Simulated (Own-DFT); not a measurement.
# Response to strain: fcc Cu, 16 atoms (Cu16)

All numbers below are calculated, not measured. The program, named Own-DFT, is a retired in-house plane-wave density functional code that no person has reviewed. Each row is one single-point run on a periodic cell that was not relaxed, without spin or spin-orbit coupling.

Settings of every run: PBE; PseudoDojo norm-conserving scalar-relativistic files; cutoff 50 hartree; 7 x 7 x 5 k mesh centred on Gamma; cold (Marzari-Vanderbilt) smearing of 0.2 eV.

Known limits: forces on such cells failed a check on a denser k mesh; stress not checked against mesh or cutoff.

Unstrained cell vectors in Å: (3.615, 3.615, 0.000); (-3.615, 3.615, 0.000); (0.000, 0.000, 7.230). The unstrained cell has measured lattice constants (interpolated for alloys), not those of this functional. That, the random moves and any unrelaxed bonds set the pressure at no strain. Each run strains this cell uniformly, with the atoms carried along. Every atom was also moved at random, by a Gaussian of width 0.05 Å on each axis. Strain is the symmetric tensor, in per cent. Stress is positive in tension, and the pressure is minus a third of its trace.

```
run  e_xx (%)  e_yy (%)  e_zz (%)  e_yz (%)  e_xz (%)  e_xy (%)  s_xx (GPa)  s_yy (GPa)  s_zz (GPa)  s_yz (GPa)  s_xz (GPa)  s_xy (GPa)  P (GPa)  E (meV/atom)
  1     -0.70      0.51      0.75      1.84     -1.59     -1.45       -3.05       -2.36       -2.23        3.25       -3.04       -2.40     2.55          16.2
  2     -0.83      1.53     -0.45     -1.50      0.56      0.56       -3.53       -2.00       -2.84       -2.01        1.18        1.08     2.79          11.6
  3     -0.69     -1.22      0.16     -1.40     -1.71      0.01       -5.87       -6.30       -5.40       -3.13       -3.28        0.36     5.86          15.9
  4      0.90      1.69     -0.09     -0.97     -1.10     -0.52        0.27        1.08        0.61       -1.63       -1.73       -0.96    -0.65           7.0
  5      0.00      0.24     -1.82     -0.46     -1.08      0.82       -6.07       -5.75       -6.05       -0.98       -2.19        1.49     5.96          22.1
  6     -0.97     -0.77     -1.72      1.45      1.14     -1.09       -9.26       -9.11       -9.37        3.21        2.15       -1.93     9.25          30.7
  7     -0.90      0.64     -0.97     -1.29     -1.29     -1.01       -6.10       -4.87       -5.45       -1.89       -2.75       -2.00     5.48          23.1
  8     -1.97     -0.45      0.99      1.48     -1.36     -1.81       -6.81       -5.87       -4.74        2.73       -2.86       -3.76     5.81          24.9
  9      1.21      0.02      1.13     -1.94     -0.66      1.03        1.14       -0.62        0.36       -3.90       -1.05        1.55    -0.29          11.7
 10      1.78      1.65      1.11     -0.24     -1.81      1.59        3.12        3.51        3.42       -0.47       -2.64        2.04    -3.35           9.6
 11      0.18      0.35      1.18     -0.32      1.37      0.50       -0.48       -0.13        0.44       -0.59        2.17        0.56     0.06           0.0
 12     -0.64     -1.68     -0.53      0.17     -1.27     -0.56       -7.92       -8.81       -7.81        0.64       -2.34       -0.96     8.18          28.2
 13     -1.69      1.08      0.27      1.33     -1.82      0.34       -4.87       -2.83       -3.49        1.79       -3.20        0.90     3.73          13.4
 14     -1.40      0.83     -0.32     -1.80     -0.15      1.28       -5.21       -3.94       -4.29       -2.80       -0.22        2.28     4.48          12.2
 15     -1.13      0.10     -0.86      0.66     -0.62     -0.95           ?           ?           ?           ?           ?           ?        ?             ?
```

E is the free energy for each atom above the lowest run shown.

## Worked fit

Each stress component was fitted by least squares to a constant and the strains of the runs shown, as fractions, with shears doubled. Shear strains stay in the fit of a normal stress only where such slopes are resolved. The slopes, in GPa:

| stress | at no strain | per e_xx | per e_yy | per e_zz | scatter |
|---|---|---|---|---|---|
| s_xx | -3.5 | 191 ± 11 | 130 ± 11 | 158 ± 11 | 0.39 |
| s_yy | -3.6 | 123 ± 9 | 211 ± 9 | 150 ± 9 | 0.33 |
| s_zz | -3.2 | 135 ± 9 | 153 ± 9 | 191 ± 10 | 0.34 |

Each shear stress against twice its own strain: yz 87 ± 5, xz 90 ± 3, xy 90 ± 6 GPa. These are stiffnesses along x, y and z of the frame in which the cell vectors are given, which need not be the crystal's axes. The atoms are held to the strained lattice; where symmetry lets them move under strain, relaxing them would lower some slopes. The table should be nearly symmetric about its diagonal, and what it lacks of that shows the noise. A ninth of its sum, 160 ± 4 GPa, estimates the bulk modulus near the mean pressure of these runs, 3.6 GPa, so it lies above the value at zero pressure.

## Withheld run

Question: what normal stresses and pressure should run 15 give?

The fit gives s_xx = -6.9, s_yy = -6.0, s_zz = -6.2 and P = 6.4 GPa. The calculation gave -6.60, -5.36, -5.95 and P = 5.97 GPa.
